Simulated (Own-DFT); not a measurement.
## Calculated data, SiC (4H silicon carbide, atoms displaced)

A calculation, not a measurement: plane-wave PBE density functional theory by an unreviewed code, no spin, of a simulated periodic cell, stress positive in tension, free energy of the whole cell less one offset for each atom, forces on such cells passed a denser k mesh, this cell's mesh not checked; offsets are fitted by least squares, one for each functional and potential file, so energies compare only between cells with the same atoms and settings and are not formation energies; the far tail of each file's local potential was reset to the Coulomb form; each entry is a single point on an unrelaxed cell, so the pressure reflects the starting lattice, mostly measured values (interpolated for alloys), from which strain is counted, and rises with the displacements; printed positions are rounded, which can move forces by about a meV/angstrom; the program, named Own-DFT, is a retired in-house code; no spin-orbit coupling. Program: Own-DFT development build.

Settings shared by all entries: functional PBE; potential files PseudoDojo norm-conserving, scalar-relativistic, standard set; wave cutoff 42 hartree; occupations Fermi-Dirac; smearing width 0.1 eV; hardware one NVIDIA H100; k mesh 4 x 4 x 3 centred on Gamma.

(1) SiC (4H silicon carbide, atoms displaced)

```
CELL_PARAMETERS angstrom
9.24810 0.00000 0.00000
-4.62410 8.00910 0.00000
0.00000 0.00000 10.06810
ATOMIC_POSITIONS crystal
Si 0.99914 0.99382 0.40633
Si 0.10869 0.22261 0.15593
C 0.00036 0.00096 0.09413
C 0.10750 0.22020 0.34397
Si 0.99781 0.33655 0.40927
Si 0.10584 0.55513 0.16187
C 0.00294 0.33483 0.09442
C 0.11435 0.55734 0.33970
Si 0.99509 0.66562 0.40343
Si 0.11172 0.89156 0.15403
C 0.99609 0.66464 0.09292
C 0.10777 0.88804 0.34507
Si 0.33710 0.00242 0.40131
Si 0.43967 0.21617 0.15342
C 0.33596 0.00105 0.09328
C 0.44592 0.21820 0.34079
Si 0.32931 0.33034 0.41038
Si 0.44060 0.55312 0.15433
C 0.33699 0.33211 0.09354
C 0.44491 0.56321 0.34573
Si 0.34086 0.66933 0.40919
Si 0.44909 0.88693 0.15557
C 0.32997 0.66635 0.09355
C 0.43942 0.88699 0.34334
Si 0.66752 0.99588 0.40833
Si 0.78102 0.22206 0.15790
C 0.66558 0.99662 0.09325
C 0.77678 0.22323 0.33957
Si 0.66559 0.33101 0.40673
Si 0.77531 0.55000 0.16147
C 0.66302 0.33155 0.10057
C 0.78396 0.56427 0.34013
Si 0.66259 0.66240 0.40893
Si 0.77120 0.88551 0.15838
C 0.66118 0.66163 0.09536
C 0.78473 0.89288 0.34591
Si 0.99559 0.99102 0.90576
Si 0.88556 0.77713 0.66418
C 0.99816 0.99846 0.59171
C 0.88533 0.77768 0.84171
Si 0.00096 0.66710 0.90431
Si 0.88960 0.44702 0.65242
C 0.00298 0.66518 0.59398
C 0.89401 0.44930 0.84195
Si 0.00154 0.33155 0.91140
Si 0.89087 0.11232 0.65669
C 0.00041 0.33308 0.59737
C 0.89657 0.11697 0.84296
Si 0.66534 0.99804 0.90278
Si 0.55273 0.77703 0.65560
C 0.66961 0.00458 0.58981
C 0.55701 0.78039 0.84236
Si 0.66996 0.66888 0.90949
Si 0.55404 0.44754 0.65143
C 0.66915 0.66876 0.59275
C 0.55925 0.45054 0.84201
Si 0.67113 0.33986 0.90637
Si 0.55727 0.11157 0.65425
C 0.66480 0.33337 0.59585
C 0.55385 0.10553 0.84286
Si 0.33001 0.99943 0.91063
Si 0.22196 0.78204 0.65730
C 0.33100 0.99926 0.59297
C 0.22305 0.77988 0.84190
Si 0.33238 0.66858 0.91157
Si 0.22470 0.44775 0.64978
C 0.33393 0.67356 0.59016
C 0.22366 0.44348 0.83894
Si 0.33241 0.33358 0.91378
Si 0.21877 0.10599 0.65477
C 0.33583 0.33506 0.59450
C 0.22328 0.10659 0.84241
```

```
free energy of cell above offsets : -10.731 eV
pressure                          : 3.69 GPa
stress xx                         : -2.59 GPa
stress yy                         : -2.54 GPa
stress zz                         : -5.94 GPa
stress yz                         : -0.57 GPa
stress xz                         : -0.24 GPa
stress xy                         : 0.24 GPa
wall time                         : 367.4 s
```

Force:
| element | x (eV/Å) | y (eV/Å) | z (eV/Å) |
| --- | --- | --- | --- |
| Si | -0.224 | 1.307 | 0.032 |
| Si | 0.765 | -0.233 | 0.363 |
| C | -0.548 | -0.469 | -0.342 |
| C | 0.197 | 0.217 | 0.447 |
| Si | 0.549 | -0.522 | -0.691 |
| Si | 0.618 | 0.314 | -1.844 |
| C | -0.501 | 0.003 | 0.311 |
| C | -0.385 | -0.035 | 2.252 |
| Si | 1.668 | 0.736 | 0.742 |
| Si | -0.051 | -0.686 | 0.642 |
| C | 0.079 | 0.343 | 0.023 |
| C | 1.159 | 0.084 | -0.685 |
| Si | -0.987 | -0.924 | 1.076 |
| Si | 0.685 | 0.868 | 0.76 |
| C | -0.146 | -1.007 | 0.352 |
| C | -1.012 | 1.128 | 0.459 |
| Si | 0.325 | 0.2 | -1.35 |
| Si | 0.038 | 0.309 | 0.607 |
| C | -1.24 | -0.137 | 1.005 |
| C | 1.12 | -1.895 | -0.466 |
| Si | -2.135 | 0.286 | -1.003 |
| Si | -1.14 | 0.142 | 0.272 |
| C | 0.099 | -0.324 | 0.613 |
| C | 1.516 | 0.253 | -0.087 |
| Si | -0.477 | 0.844 | -1.223 |
| Si | -0.723 | -0.276 | -0.839 |
| C | 0.204 | 0.681 | -0.294 |
| C | 0.399 | -0.34 | 1.648 |
| Si | 0.055 | 0.529 | -0.455 |
| Si | -0.476 | 0.824 | -1.676 |
| C | 0.802 | -0.195 | -1.39 |
| C | -1.176 | -1.875 | 1.741 |
| Si | 0.661 | 1.372 | -0.877 |
| Si | 1.236 | 0.08 | -0.088 |
| C | 0.545 | 0.5 | 0.137 |
| C | -1.339 | -1.387 | -0.218 |
| Si | 0.181 | 2.122 | 0.114 |
| Si | 0.788 | 0.04 | -2.68 |
| C | 0.053 | -0.191 | 0.724 |
| C | 0.678 | -0.497 | 1.598 |
| Si | 0.047 | -0.04 | 0.215 |
| Si | 0.231 | -0.431 | 1.031 |
| C | -1.209 | 0.583 | -0.312 |
| C | -0.145 | -0.838 | 0.44 |
| Si | -0.025 | 1.046 | -1.719 |
| Si | 0.026 | -0.046 | -0.137 |
| C | -0.203 | 0.349 | -1.073 |
| C | -0.658 | -1.459 | 0.503 |
| Si | 0.553 | 0.755 | 0.317 |
| Si | 0.368 | 0.619 | -0.052 |
| C | 0.114 | -0.678 | 1.092 |
| C | 0.029 | -0.708 | 0.484 |
| Si | -1.059 | -0.514 | -0.524 |
| Si | 0.683 | -0.184 | 1.394 |
| C | -0.556 | -0.159 | 0.316 |
| C | -0.272 | -0.733 | 0.432 |
| Si | -0.069 | -0.903 | -0.076 |
| Si | -0.691 | -0.269 | 0.515 |
| C | 0.185 | 0.294 | -0.865 |
| C | -0.36 | 1.238 | 0.403 |
| Si | 1.025 | 0.028 | -1.449 |
| Si | 0.319 | -0.351 | -0.482 |
| C | 0.568 | 0.47 | -0.669 |
| C | -0.084 | -0.166 | 0.962 |
| Si | 0.251 | -0.546 | -1.885 |
| Si | -0.156 | 0.021 | 1.245 |
| C | 0.333 | -0.71 | 0.942 |
| C | -0.149 | 0.473 | 1.324 |
| Si | 0.42 | -0.043 | -2.83 |
| Si | 0.154 | 0.769 | 0.351 |
| C | -0.597 | -0.612 | -0.302 |
| C | -0.934 | 0.551 | 0.708 |

(2) SiC (4H silicon carbide, atoms displaced)

```
CELL_PARAMETERS angstrom
9.24810 0.00000 0.00000
-4.62410 8.00910 0.00000
0.00000 0.00000 10.06810
ATOMIC_POSITIONS crystal
Si 0.99821 0.99878 0.40527
Si 0.10673 0.22457 0.15752
C 0.99853 0.99532 0.09769
C 0.10643 0.21943 0.34994
Si 0.99730 0.33136 0.40399
Si 0.10994 0.55124 0.15716
C 0.99817 0.33017 0.09430
C 0.11631 0.55388 0.34383
Si 0.00721 0.67437 0.40726
Si 0.10614 0.89095 0.16171
C 0.99979 0.66546 0.09523
C 0.11040 0.88868 0.33776
Si 0.32378 0.99146 0.40783
Si 0.44126 0.22047 0.16053
C 0.33076 0.99983 0.09477
C 0.44934 0.22885 0.34751
Si 0.33085 0.32538 0.40573
Si 0.43936 0.55226 0.15516
C 0.34031 0.33775 0.09535
C 0.44655 0.55497 0.34572
Si 0.33689 0.66755 0.40783
Si 0.44257 0.88604 0.15641
C 0.33214 0.66237 0.09384
C 0.44496 0.88945 0.34214
Si 0.66495 0.99689 0.41236
Si 0.77494 0.22257 0.15468
C 0.66592 0.99908 0.09074
C 0.77253 0.22527 0.34064
Si 0.66812 0.32920 0.40422
Si 0.77806 0.55231 0.15922
C 0.66895 0.33174 0.09208
C 0.77269 0.55498 0.34304
Si 0.67057 0.67748 0.40382
Si 0.77848 0.89037 0.15616
C 0.66500 0.66488 0.08982
C 0.77901 0.88760 0.34123
Si 0.99842 0.00162 0.90871
Si 0.88523 0.77809 0.65874
C 0.00295 0.99784 0.59269
C 0.88910 0.77679 0.84281
Si 0.00219 0.67333 0.91299
Si 0.89102 0.44583 0.65672
C 0.00329 0.67062 0.59265
C 0.89225 0.44898 0.84245
Si 0.99859 0.32931 0.90592
Si 0.89389 0.11469 0.65726
C 0.99829 0.33064 0.59307
C 0.88531 0.11094 0.84808
Si 0.66849 0.99894 0.90542
Si 0.55834 0.77999 0.65621
C 0.66279 0.00209 0.59435
C 0.55682 0.77816 0.84522
Si 0.66739 0.66629 0.90552
Si 0.56073 0.44181 0.65937
C 0.66822 0.66572 0.59544
C 0.55328 0.44034 0.84065
Si 0.66557 0.33180 0.90563
Si 0.55705 0.11176 0.64980
C 0.66956 0.33218 0.59488
C 0.55788 0.10607 0.84455
Si 0.33920 0.00119 0.91067
Si 0.22205 0.78055 0.65238
C 0.32540 0.99575 0.59352
C 0.22504 0.78037 0.84601
Si 0.33333 0.66392 0.90312
Si 0.22066 0.43938 0.65660
C 0.33154 0.65806 0.59686
C 0.22143 0.44351 0.84382
Si 0.33277 0.33338 0.91260
Si 0.21875 0.11116 0.65591
C 0.32943 0.32851 0.59255
C 0.22695 0.11215 0.85286
```

```
free energy of cell above offsets : -10.860 eV
pressure                          : 3.67 GPa
stress xx                         : -2.93 GPa
stress yy                         : -3.04 GPa
stress zz                         : -5.05 GPa
stress yz                         : 0.22 GPa
stress xz                         : -0.15 GPa
stress xy                         : 0.62 GPa
wall time                         : 363 s
```

Force:
| element | x (eV/Å) | y (eV/Å) | z (eV/Å) |
| --- | --- | --- | --- |
| Si | 0.219 | -0.096 | 0.211 |
| Si | 1.45 | -0.754 | 0.304 |
| C | -0.856 | 1.35 | -0.557 |
| C | 0.443 | 0.059 | -1.364 |
| Si | -0.342 | 0.423 | 0.565 |
| Si | -0.046 | 0.728 | -0.26 |
| C | -0.429 | 0.284 | -0.237 |
| C | -0.959 | 0.341 | 0.348 |
| Si | -0.716 | -2.046 | -0.661 |
| Si | 1.564 | -0.887 | -2.379 |
| C | -0.048 | 0.259 | 0.844 |
| C | -0.392 | 0.351 | 2.273 |
| Si | 1.124 | 1.69 | -0.621 |
| Si | 0.984 | 0.237 | -0.499 |
| C | 0.156 | -0.168 | 0.875 |
| C | -0.234 | -2.214 | -0.369 |
| Si | -0.463 | 1.764 | 0.554 |
| Si | 1.162 | 1.156 | 0.787 |
| C | -1.309 | -1.257 | 0.499 |
| C | -0.362 | -0.074 | -0.228 |
| Si | 0.179 | -0.681 | -0.096 |
| Si | -0.02 | 0.145 | -0.503 |
| C | -0.521 | 0.307 | -0.431 |
| C | -0.108 | -0.222 | 1.036 |
| Si | -0.183 | 0.744 | -1.897 |
| Si | 0.337 | -0.684 | -0.155 |
| C | 0.003 | 0.077 | 0.796 |
| C | 1.971 | -1.363 | 0.452 |
| Si | -1.301 | 1.819 | 0.898 |
| Si | -0.652 | 0.39 | -0.866 |
| C | -1.059 | 0.102 | 0.25 |
| C | 1.19 | 0.489 | 0.884 |
| Si | 0.336 | -2.857 | 0.704 |
| Si | -0.511 | -0.856 | -0.741 |
| C | 0.203 | 0.071 | 0.991 |
| C | -0.671 | 1.404 | 0.673 |
| Si | 0.895 | -0.46 | -0.041 |
| Si | 1.103 | -0.163 | -0.508 |
| C | -1.383 | 0.014 | 0.185 |
| C | -0.298 | 0.67 | 0.775 |
| Si | 0.71 | -0.781 | -1.452 |
| Si | 0.184 | 0.225 | -0.125 |
| C | -0.571 | -0.423 | 0.093 |
| C | -0.076 | -0.317 | 0.86 |
| Si | -0.49 | 1.315 | 0.013 |
| Si | -0.528 | -0.812 | -0.028 |
| C | -0.043 | 0.462 | -0.083 |
| C | 1.17 | -0.104 | -0.982 |
| Si | -0.72 | -0.469 | 0.284 |
| Si | -0.365 | -0.918 | 0.434 |
| C | 1.703 | -0.527 | 0.066 |
| C | 0.171 | -0.196 | -0.437 |
| Si | -0.04 | -0.375 | -0.222 |
| Si | -1.39 | -0.041 | -1.288 |
| C | -0.404 | 0.325 | -0.541 |
| C | -0.002 | 0.429 | 1.383 |
| Si | 0.538 | 0.023 | -0.345 |
| Si | -1.244 | -0.173 | 1.735 |
| C | -0.023 | 0.167 | -0.693 |
| C | -0.58 | 0.879 | -0.649 |
| Si | -0.409 | -0.356 | -0.671 |
| Si | 0.713 | -1.164 | 1.635 |
| C | 0.89 | 1.03 | -0.32 |
| C | -0.209 | -0.179 | -0.285 |
| Si | -0.422 | 0.577 | 0.508 |
| Si | 0.088 | 0.016 | -0.09 |
| C | -0.348 | 1.615 | -0.52 |
| C | 0.187 | -0.644 | 0.316 |
| Si | 0.313 | 0.067 | -1.37 |
| Si | 0.882 | 0.023 | 1.197 |
| C | 0.807 | 0.454 | 0.309 |
| C | -0.949 | -0.227 | -1.223 |

(3) SiC (4H silicon carbide, atoms displaced)

```
CELL_PARAMETERS angstrom
9.24810 0.00000 0.00000
-4.62410 8.00910 0.00000
0.00000 0.00000 10.06810
ATOMIC_POSITIONS crystal
Si 0.99679 0.99975 0.40624
Si 0.10623 0.22539 0.15786
C 0.99688 0.99885 0.09183
C 0.11230 0.23044 0.34715
Si 0.00010 0.33134 0.40435
Si 0.11220 0.55367 0.15458
C 0.00641 0.33951 0.09353
C 0.11792 0.55423 0.34101
Si 0.99711 0.66544 0.40318
Si 0.10965 0.88970 0.15207
C 0.00878 0.67360 0.09258
C 0.11322 0.89036 0.33926
Si 0.33752 0.00362 0.40399
Si 0.44988 0.23331 0.15470
C 0.33053 0.99481 0.09042
C 0.44709 0.22280 0.34601
Si 0.33075 0.32990 0.40504
Si 0.44344 0.55115 0.15869
C 0.33332 0.33929 0.09693
C 0.44815 0.55680 0.34633
Si 0.32764 0.66639 0.40437
Si 0.44185 0.88489 0.14897
C 0.33020 0.65778 0.09405
C 0.44383 0.88810 0.34565
Si 0.67358 0.00713 0.40987
Si 0.78314 0.22717 0.15723
C 0.66816 0.99866 0.09595
C 0.77769 0.22196 0.34353
Si 0.67259 0.33664 0.40157
Si 0.77056 0.54891 0.15837
C 0.66813 0.33586 0.09579
C 0.77922 0.55707 0.34658
Si 0.66203 0.66306 0.40054
Si 0.77943 0.89346 0.15953
C 0.66384 0.66539 0.10008
C 0.78015 0.89100 0.34483
Si 0.00285 0.99949 0.90416
Si 0.88267 0.77714 0.64959
C 0.99594 0.99946 0.59337
C 0.88965 0.77352 0.84671
Si 0.00439 0.67417 0.90771
Si 0.88746 0.43860 0.65570
C 0.00176 0.66763 0.59496
C 0.89035 0.44521 0.84142
Si 0.99809 0.33371 0.90555
Si 0.89008 0.11752 0.66076
C 0.99026 0.33482 0.59437
C 0.88648 0.11087 0.84016
Si 0.67260 0.00030 0.90916
Si 0.55682 0.77874 0.66080
C 0.67237 0.00082 0.59696
C 0.55755 0.78169 0.84472
Si 0.66598 0.66798 0.90787
Si 0.55729 0.44799 0.65659
C 0.66567 0.67115 0.59156
C 0.55409 0.44178 0.84480
Si 0.66762 0.33252 0.90973
Si 0.54665 0.09964 0.66098
C 0.66617 0.33095 0.58890
C 0.55405 0.11282 0.84327
Si 0.33348 0.99560 0.90569
Si 0.22294 0.77975 0.66116
C 0.32785 0.99941 0.59777
C 0.21591 0.77523 0.83822
Si 0.33875 0.66635 0.90599
Si 0.22092 0.44553 0.65648
C 0.33121 0.66719 0.58801
C 0.21681 0.43910 0.84600
Si 0.33156 0.33261 0.90424
Si 0.21584 0.10597 0.65636
C 0.33353 0.33795 0.59527
C 0.23204 0.11862 0.84757
```

```
free energy of cell above offsets : -10.338 eV
pressure                          : 3.84 GPa
stress xx                         : -4.03 GPa
stress yy                         : -3.07 GPa
stress zz                         : -4.43 GPa
stress yz                         : -0.32 GPa
stress xz                         : -0.04 GPa
stress xy                         : -0.24 GPa
wall time                         : 357.4 s
```

Force:
| element | x (eV/Å) | y (eV/Å) | z (eV/Å) |
| --- | --- | --- | --- |
| Si | 1.058 | 0.328 | -0.184 |
| Si | 1.508 | -0.587 | -0.072 |
| C | 0.036 | 0.85 | 0.19 |
| C | 0.552 | -1.897 | -0.72 |
| Si | -0.872 | 1.129 | 0.975 |
| Si | -0.305 | 1.187 | 0.261 |
| C | -1.304 | -1.143 | -0.457 |
| C | -2.245 | -0.514 | 0.026 |
| Si | 1.461 | 0.723 | 0.763 |
| Si | 0.337 | 0.444 | 0.699 |
| C | -1.03 | -1.713 | 0.337 |
| C | -0.476 | 0.196 | 0.749 |
| Si | -0.372 | -0.94 | 0.516 |
| Si | -0.573 | -2.301 | 0.466 |
| C | 0.108 | 1.335 | 0.263 |
| C | -0.195 | 0.523 | -0.89 |
| Si | 0.558 | 1.127 | 0.889 |
| Si | -0.347 | 1.185 | 0.393 |
| C | 0.13 | -1.502 | -0.861 |
| C | -1.378 | -0.801 | -0.569 |
| Si | 1.854 | 0.599 | 0.174 |
| Si | 0.045 | 0.048 | 1.699 |
| C | 0.367 | 1.231 | -0.547 |
| C | 0.55 | 0.529 | -0.644 |
| Si | -0.816 | -1.683 | -0.241 |
| Si | -0.227 | -0.837 | -0.218 |
| C | -0.378 | 0.795 | -0.494 |
| C | 0.521 | 0.573 | -0.361 |
| Si | -0.845 | -0.584 | 1.461 |
| Si | 1.101 | 2.323 | -0.281 |
| C | 0.506 | -0.619 | -0.335 |
| C | -0.242 | -0.334 | -0.947 |
| Si | 0.523 | 1.185 | 1.334 |
| Si | 0.308 | -1.028 | -0.258 |
| C | 0.297 | 0.369 | -0.902 |
| C | -0.495 | -0.146 | 0.099 |
| Si | -0.225 | 0.272 | -0.027 |
| Si | 1.337 | -0.26 | 1.25 |
| C | -0.038 | 0.519 | 0.196 |
| C | -1.191 | 1.068 | -0.936 |
| Si | 0.007 | -1.88 | -0.382 |
| Si | -2.075 | 1.656 | 0.059 |
| C | -0.561 | -0.312 | -0.647 |
| C | -0.383 | 0.078 | 1.195 |
| Si | -0.072 | -0.018 | -0.085 |
| Si | 0.158 | -0.642 | -1.477 |
| C | 2.882 | -0.621 | -0.817 |
| C | 1.01 | 0.205 | 1.763 |
| Si | -1.276 | 0.478 | -0.408 |
| Si | -0.472 | -0.057 | -1.751 |
| C | -1.157 | -0.185 | -0.014 |
| C | 0.26 | -0.502 | 0.44 |
| Si | 0.617 | -0.575 | 0.371 |
| Si | 0.372 | -0.668 | -0.524 |
| C | -0.03 | -0.867 | -0.058 |
| C | 0.035 | 0.814 | 0.328 |
| Si | -0.065 | 0.433 | -1.262 |
| Si | 0.523 | 1.988 | -1.423 |
| C | -0.371 | -0.219 | 0.874 |
| C | 0.992 | -0.715 | 1.318 |
| Si | -0.33 | 0.58 | -0.176 |
| Si | -0.374 | -0.713 | -2.471 |
| C | 0.617 | -0.232 | -0.95 |
| C | 1.765 | 0.428 | 2.166 |
| Si | -1.475 | -0.589 | 0.019 |
| Si | -0.468 | 0.035 | -0.31 |
| C | 0.228 | 0.274 | 1.859 |
| C | 0.538 | 1.023 | -0.559 |
| Si | 0.265 | 0.783 | 0.821 |
| Si | 0.298 | 1.46 | 0.344 |
| C | 0.001 | -1.081 | -0.342 |
| C | -1.06 | -2.012 | -0.7 |

(4) SiC (4H silicon carbide, atoms displaced)

```
CELL_PARAMETERS angstrom
9.24810 0.00000 0.00000
-4.62410 8.00910 0.00000
0.00000 0.00000 10.06810
ATOMIC_POSITIONS crystal
Si 0.00366 0.00226 0.40588
Si 0.11533 0.22298 0.15602
C 0.00278 0.99642 0.09465
C 0.11116 0.22275 0.34066
Si 0.00032 0.34045 0.40848
Si 0.11199 0.55524 0.15894
C 0.00440 0.33772 0.09261
C 0.11293 0.56014 0.34263
Si 0.99756 0.66689 0.40432
Si 0.11074 0.89080 0.15622
C 0.00024 0.66709 0.09605
C 0.11272 0.88712 0.34288
Si 0.32999 0.99889 0.40670
Si 0.44052 0.22640 0.15184
C 0.33430 0.00055 0.09448
C 0.44469 0.22162 0.34144
Si 0.33172 0.33066 0.39984
Si 0.44596 0.55703 0.15396
C 0.33145 0.33235 0.08868
C 0.44229 0.55154 0.34043
Si 0.33024 0.66444 0.40172
Si 0.44476 0.88498 0.15461
C 0.33666 0.66749 0.09482
C 0.44348 0.88723 0.34097
Si 0.66174 0.98874 0.40808
Si 0.77542 0.21951 0.15586
C 0.66959 0.99712 0.08775
C 0.78186 0.22320 0.34560
Si 0.66461 0.33159 0.40355
Si 0.77277 0.54855 0.15478
C 0.66974 0.33162 0.09415
C 0.78077 0.55404 0.34265
Si 0.66782 0.66387 0.40765
Si 0.77992 0.89227 0.15893
C 0.66377 0.66657 0.09688
C 0.77051 0.88742 0.34468
Si 0.99732 0.99717 0.90913
Si 0.89187 0.77689 0.65851
C 0.99791 0.99744 0.59012
C 0.88982 0.77489 0.84400
Si 0.00074 0.66328 0.90587
Si 0.88260 0.44099 0.65487
C 0.99589 0.65829 0.59646
C 0.88638 0.44218 0.84318
Si 0.99767 0.32901 0.90783
Si 0.88388 0.10260 0.65771
C 0.99401 0.32583 0.59702
C 0.88296 0.10683 0.84583
Si 0.66709 0.99878 0.90921
Si 0.55199 0.78014 0.65781
C 0.66195 0.99799 0.59205
C 0.54843 0.77066 0.84236
Si 0.67167 0.67606 0.91141
Si 0.55659 0.44243 0.65242
C 0.66195 0.66614 0.59625
C 0.55166 0.44402 0.84165
Si 0.67064 0.33523 0.90788
Si 0.55274 0.10399 0.64841
C 0.66574 0.33493 0.58836
C 0.55312 0.10625 0.84495
Si 0.33233 0.99529 0.90883
Si 0.22099 0.78217 0.66083
C 0.33370 0.99758 0.59296
C 0.22607 0.77404 0.83983
Si 0.33698 0.67156 0.90601
Si 0.22356 0.44764 0.65630
C 0.33287 0.66660 0.59485
C 0.22629 0.44471 0.84820
Si 0.32909 0.32977 0.90543
Si 0.22086 0.10890 0.65517
C 0.32876 0.32603 0.59630
C 0.21659 0.10918 0.83870
```

```
free energy of cell above offsets : -11.016 eV
pressure                          : 3.57 GPa
stress xx                         : -3.21 GPa
stress yy                         : -2.4 GPa
stress zz                         : -5.09 GPa
stress yz                         : 0.35 GPa
stress xz                         : -0.08 GPa
stress xy                         : 0 GPa
wall time                         : 357.8 s
```

Force:
| element | x (eV/Å) | y (eV/Å) | z (eV/Å) |
| --- | --- | --- | --- |
| Si | -0.853 | -0.435 | -0.52 |
| Si | -0.965 | -0.131 | -0.399 |
| C | -1.133 | 0.854 | 0.083 |
| C | -0.326 | 0.092 | 0.587 |
| Si | 0.702 | -1.154 | -0.075 |
| Si | -0.1 | 0.375 | -0.968 |
| C | -0.299 | -1.105 | 0.523 |
| C | -0.337 | -0.594 | 0.588 |
| Si | 0.613 | -0.046 | 0.694 |
| Si | 1.042 | -0.825 | 0.037 |
| C | 0.012 | -0.235 | -0.513 |
| C | -0.899 | 0.337 | 0.34 |
| Si | 0.903 | 0.021 | -0.609 |
| Si | 1.491 | -0.86 | 0.45 |
| C | -0.092 | -0.18 | -0.053 |
| C | -0.298 | -0.211 | -0.155 |
| Si | 0.014 | 0.118 | 1.513 |
| Si | -0.328 | -0.561 | 0.139 |
| C | 0.106 | 0.499 | 0.719 |
| C | 0.152 | 0.4 | 0.443 |
| Si | 0.764 | 0.365 | 1.032 |
| Si | -0.097 | 0.941 | 0.122 |
| C | -0.707 | -0.196 | -0.436 |
| C | -0.194 | 0.098 | 0.529 |
| Si | -0.815 | 1.98 | -0.538 |
| Si | 1.011 | 0.144 | 0.375 |
| C | -0.592 | 0.349 | 1.915 |
| C | -0.783 | -0.907 | -0.267 |
| Si | 0.586 | -0.044 | -0.161 |
| Si | 0.448 | 1.313 | 0.205 |
| C | -1.088 | -0.248 | -0.167 |
| C | -0.916 | -0.055 | 0.016 |
| Si | -0.603 | 0.025 | -0.143 |
| Si | 0.152 | -0.702 | -0.201 |
| C | 0.989 | 0.364 | -0.257 |
| C | 2.078 | -0.338 | -0.02 |
| Si | 0.362 | 0.131 | -0.864 |
| Si | -0.95 | -0.538 | -0.746 |
| C | 0.329 | -0.238 | 0.707 |
| C | -0.088 | 0.561 | 0.576 |
| Si | 0.081 | 0.114 | 0.255 |
| Si | 0.793 | -0.583 | 0.4 |
| C | 0.013 | 1.509 | -0.722 |
| C | 0.579 | 0.032 | 0.119 |
| Si | 0.336 | 0.894 | -0.708 |
| Si | -0.071 | 0.779 | -0.278 |
| C | 0.232 | 0.868 | -0.317 |
| C | 0.86 | -0.06 | -0.09 |
| Si | -0.878 | -0.574 | -1.699 |
| Si | 0.5 | -0.991 | -0.337 |
| C | 0.98 | -0.438 | 0.196 |
| C | 1.195 | 1.834 | 0.656 |
| Si | -0.329 | -2.136 | -1.307 |
| Si | -1.11 | 0.038 | 0.918 |
| C | 0.784 | 0.327 | -0.485 |
| C | 1.017 | 0.248 | 0.907 |
| Si | -1.356 | -0.657 | -0.931 |
| Si | -0.453 | 1.655 | 1.817 |
| C | 0.133 | -1.059 | 0.408 |
| C | 0.15 | 0.596 | -0.453 |
| Si | -0.489 | 0.698 | -0.905 |
| Si | 0.676 | -1.507 | -1.778 |
| C | -0.861 | 0.091 | -0.268 |
| C | -1.341 | 0.547 | 1.725 |
| Si | -0.052 | -1.804 | 0.381 |
| Si | 0.038 | -1.106 | 0.558 |
| C | -0.646 | 0.311 | -0.796 |
| C | -1.377 | 0.107 | -0.629 |
| Si | 0.788 | 0.314 | -1.06 |
| Si | -0.179 | -0.018 | -0.157 |
| C | 0.056 | 1.199 | -1.414 |
| C | 0.642 | -0.59 | 1.492 |
